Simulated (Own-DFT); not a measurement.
Simulation results for SiC (2H silicon carbide, atoms displaced)

Computed with Own-DFT development build. A calculation, not a measurement: plane-wave PBE density functional theory by an unreviewed code, no spin, of a simulated periodic cell, stress positive in tension, free energy of the whole cell less one offset for each atom, forces on such cells passed a denser k mesh, this cell's mesh not checked; offsets are fitted by least squares, one for each functional and potential file, so energies compare only between cells with the same atoms and settings and are not formation energies; the far tail of each file's local potential was reset to the Coulomb form; each entry is a single point on an unrelaxed cell, so the pressure reflects the starting lattice, mostly measured values (interpolated for alloys), from which strain is counted, and rises with the displacements; printed positions are rounded, which can move forces by about a meV/angstrom; the program, named Own-DFT, is a retired in-house code; no spin-orbit coupling.

Common to all runs: functional PBE; potential files PseudoDojo norm-conserving, scalar-relativistic, standard set; wave cutoff 42 hartree; occupations Fermi-Dirac; smearing width 0.1 eV; hardware one NVIDIA H100; k mesh 5 x 5 x 3 centred on Gamma.

(1) 
```cif
# cell vector a (Å): 6.1654 0.0000 0.0000
# cell vector b (Å): -3.0827 5.3394 0.0000
# cell vector c (Å): 0.0000 0.0000 10.0681
data_SiC
_symmetry_space_group_name_H-M 'P 1'
_symmetry_Int_Tables_number 1
_cell_length_a 6.1654
_cell_length_b 6.1654
_cell_length_c 10.0681
_cell_angle_alpha 90.000
_cell_angle_beta 90.000
_cell_angle_gamma 120.000
_cell_volume 331.44
loop_
_atom_site_label
_atom_site_type_symbol
_atom_site_fract_x
_atom_site_fract_y
_atom_site_fract_z
_atom_site_occupancy
Si1 Si 0.99136 0.99785 0.99956 1
Si2 Si 0.16902 0.32955 0.24881 1
C1 C 0.98289 0.01041 0.17585 1
C2 C 0.16860 0.34684 0.43522 1
Si3 Si 0.99581 0.99271 0.49253 1
Si4 Si 0.15225 0.32908 0.74238 1
C3 C 0.99623 0.00006 0.68380 1
C4 C 0.15491 0.31972 0.94293 1
Si5 Si 0.99194 0.50021 0.00242 1
Si6 Si 0.17227 0.84259 0.25114 1
C5 C 0.00043 0.50444 0.18738 1
C6 C 0.16933 0.84056 0.43098 1
Si7 Si 0.99670 0.49903 0.50633 1
Si8 Si 0.16260 0.84124 0.75649 1
C7 C 0.00196 0.49590 0.68303 1
C8 C 0.18824 0.83730 0.92957 1
Si9 Si 0.48393 0.99339 0.00184 1
Si10 Si 0.65225 0.32290 0.24291 1
C9 C 0.48300 0.98254 0.18451 1
C10 C 0.66782 0.32425 0.42740 1
Si11 Si 0.51017 0.00478 0.49767 1
Si12 Si 0.66934 0.32594 0.74114 1
C11 C 0.51323 0.01047 0.67974 1
C12 C 0.66651 0.34129 0.93846 1
Si13 Si 0.50778 0.51146 0.98854 1
Si14 Si 0.65795 0.84951 0.25114 1
C13 C 0.51435 0.49949 0.19016 1
C14 C 0.67180 0.83946 0.44008 1
Si15 Si 0.49156 0.48785 0.49375 1
Si16 Si 0.66694 0.82861 0.74873 1
C15 C 0.48995 0.48878 0.68347 1
C16 C 0.66841 0.81573 0.93285 1
_calc_free_energy_of_cell_above_offsets '-2.276'  # eV
_calc_pressure 5.86  # GPa
_calc_stress_xx -4.65  # GPa
_calc_stress_yy -3.66  # GPa
_calc_stress_zz -9.29  # GPa
_calc_stress_yz 0.31  # GPa
_calc_stress_xz -1.4  # GPa
_calc_stress_xy -0.39  # GPa
_calc_wall_time 116.2  # s
```

Force:
```csv
element,x (eV/Å),y (eV/Å),z (eV/Å)
Si,1.034,-0.301,-1.403
Si,-0.659,1.561,-0.992
C,1.594,-0.892,3.124
C,-0.061,-1.852,0.065
Si,0.51,1.661,0.956
Si,1.994,-0.294,1.884
C,0.305,-0.738,-0.016
C,-0.097,1.966,-2.055
Si,1.384,-0.132,-0.416
Si,-2.62,-1.939,-1.188
C,-0.076,-0.155,0.245
C,0.529,-0.538,1.855
Si,-0.076,0.618,-3.518
Si,1.313,-0.131,-3.622
C,-1.362,1.67,1.518
C,-3.417,-1.45,2.259
Si,3.09,1.548,-0.929
Si,2.421,0.878,0.42
C,-0.358,2.011,-0.364
C,-0.502,0.866,1.508
Si,-1.088,-0.406,-0.315
Si,-1.16,1.222,1.581
C,-0.819,-2.138,1.484
C,0.669,-1.588,-1.119
Si,-1.131,-3.682,2.732
Si,2.733,-2.599,0.027
C,-2.91,1.208,-1.339
C,-0.537,-1.232,-1.178
Si,0.834,0.993,0.287
Si,-0.565,-0.297,-1.241
C,0.492,0.56,0.039
C,-1.465,3.602,-0.291
```

(2) 
```cif
# cell vector a (Å): 6.1654 0.0000 0.0000
# cell vector b (Å): -3.0827 5.3394 0.0000
# cell vector c (Å): 0.0000 0.0000 10.0681
data_SiC
_symmetry_space_group_name_H-M 'P 1'
_symmetry_Int_Tables_number 1
_cell_length_a 6.1654
_cell_length_b 6.1654
_cell_length_c 10.0681
_cell_angle_alpha 90.000
_cell_angle_beta 90.000
_cell_angle_gamma 120.000
_cell_volume 331.44
loop_
_atom_site_label
_atom_site_type_symbol
_atom_site_fract_x
_atom_site_fract_y
_atom_site_fract_z
_atom_site_occupancy
Si1 Si 0.00903 0.98672 0.99531 1
Si2 Si 0.16554 0.32507 0.25157 1
C1 C 0.96516 0.97709 0.18937 1
C2 C 0.16064 0.33423 0.43857 1
Si3 Si 0.99562 0.99256 0.50500 1
Si4 Si 0.14134 0.32436 0.75040 1
C3 C 0.98241 0.99425 0.68821 1
C4 C 0.15636 0.35210 0.94071 1
Si5 Si 0.99852 0.50582 0.99383 1
Si6 Si 0.16059 0.82837 0.25193 1
C5 C 0.00332 0.50721 0.19185 1
C6 C 0.17430 0.83333 0.43449 1
Si7 Si 0.98260 0.50047 0.49715 1
Si8 Si 0.16375 0.82833 0.75561 1
C7 C 0.00593 0.51427 0.69002 1
C8 C 0.16824 0.83627 0.94143 1
Si9 Si 0.49158 0.00700 0.99946 1
Si10 Si 0.65779 0.31912 0.25353 1
C9 C 0.49771 0.00729 0.18351 1
C10 C 0.68264 0.34549 0.43838 1
Si11 Si 0.49322 0.98867 0.49809 1
Si12 Si 0.66578 0.33532 0.74967 1
C11 C 0.49951 0.00015 0.67661 1
C12 C 0.67993 0.32661 0.94077 1
Si13 Si 0.49904 0.49200 0.00827 1
Si14 Si 0.66271 0.82989 0.26225 1
C13 C 0.51022 0.50144 0.17930 1
C14 C 0.68610 0.85817 0.43733 1
Si15 Si 0.50172 0.49135 0.50055 1
Si16 Si 0.67845 0.83981 0.74918 1
C15 C 0.50303 0.51802 0.67930 1
C16 C 0.66553 0.82790 0.94162 1
_calc_free_energy_of_cell_above_offsets '-1.219'  # eV
_calc_pressure 6.35  # GPa
_calc_stress_xx -5.68  # GPa
_calc_stress_yy -3.77  # GPa
_calc_stress_zz -9.59  # GPa
_calc_stress_yz -2.41  # GPa
_calc_stress_xz 0.21  # GPa
_calc_stress_xy -2.12  # GPa
_calc_wall_time 120  # s
```

Force:
```csv
element,x (eV/Å),y (eV/Å),z (eV/Å)
Si,-4.984,2.368,2.228
Si,-0.7,0.023,-1.098
C,3.638,2.249,-0.765
C,0.965,-0.177,0.619
Si,1.267,1.745,-1.202
Si,2.215,1.79,0.043
C,3.224,1.172,0.147
C,3.964,-2.922,-1.098
Si,-0.059,0.08,3.517
Si,-0.562,0.838,-1.068
C,0.178,-1.626,-0.972
C,-1.427,-0.067,1.102
Si,4.38,1.438,1.251
Si,0.339,1.819,-1.45
C,-1.129,-1.711,-0.85
C,1.08,-0.37,-1.723
Si,3.208,-1.162,0.57
Si,0.724,2.37,-1.164
C,-0.212,-1.747,1.535
C,-3.441,-2.849,-0.805
Si,0.484,1.561,-0.373
Si,-0.737,0.154,-0.626
C,-0.356,0.33,3.232
C,-3.173,0.552,-1.538
Si,-0.601,1.012,-3.923
Si,-1.3,-0.484,-3.408
C,-1.096,-0.914,5.018
C,-1.108,-2.902,1.11
Si,-1.442,1.187,-0.952
Si,-3.504,-1.71,1.29
C,0.208,-2.227,2.377
C,-0.041,0.18,-1.026
```
